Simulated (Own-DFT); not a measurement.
# Energy and forces against displacement in 4H SiC, 72 atoms (C36Si36)

These are calculations, not measurements. They come from Own-DFT, an in-house plane-wave density functional program, since retired, whose code no person has reviewed. Each row is one single-point run on a periodic cell that was not relaxed, without spin or spin-orbit coupling.

Settings of every run: PBE; PseudoDojo norm-conserving scalar-relativistic files; cutoff 42 hartree; 4 x 4 x 3 k mesh centred on Gamma; Fermi-Dirac smearing of 0.1 eV.

Known limits, some of them of some rows only: some atoms lie very close together; forces on such cells passed a denser k mesh, each cell not checked; stress not checked against mesh or cutoff.

Cell vectors in Å: (9.248, 0.000, 0.000); (-4.624, 8.009, 0.000); (0.000, 0.000, 10.068). In each run every atom was moved at random and independently from its ideal site; u is the rms move along one axis. E is the free energy for each atom above the fitted value at u = 0, and F the rms of the force components.

| run | u (Å) | E (meV/atom) | F (eV/Å) | largest force (eV/Å) | P (GPa) |
|---|---|---|---|---|---|
| 1 | 0.0290 | 32.4 | 0.748 | 2.97 | 3.61 |
| 2 | 0.0305 | ? | ? | ? | ? |
| 3 | 0.0321 | 43.1 | 0.946 | 3.77 | 3.89 |
| 4 | 0.0549 | 117.3 | 1.657 | 7.22 | 5.61 |
| 5 | 0.0578 | 132.3 | 1.730 | 6.87 | 6.19 |
| 6 | 0.0581 | 130.0 | 1.747 | 6.43 | 5.93 |
| 7 | 0.0966 | 385.5 | 3.674 | 23.44 | 12.41 |
| 8 | 0.1022 | 379.7 | 3.299 | 17.04 | 11.66 |
| 9 | 0.1051 | 467.4 | 3.655 | 13.10 | 14.43 |

## Worked fit

For small independent moves the energy grows as E = (3/2) K u², with K the mean stiffness felt by one atom. The runs with u up to 0.11 Å give K = 26.4 ± 0.8 eV/Å², with residuals divided by u² + 0.0006 Å², since the noise grows with the moves. The scatter is 6.0 meV/atom at u = 0.05 Å. The forces follow F = G u with G = 31.5 eV/Å²; no force at u = 0 is resolved. G exceeds K because the moves of its neighbours add to the force on an atom, and stiffness differs between atoms. The pressure follows P = 2.79 + 977 u² GPa: at fixed volume, shortened bonds push harder than stretched ones pull.

## Withheld run

Question: what energy and rms force should run 2 give?

The fit gives 37 ± 3 meV/atom and about 0.96 eV/Å. The calculation gave 37.8 meV/atom and 0.876 eV/Å.
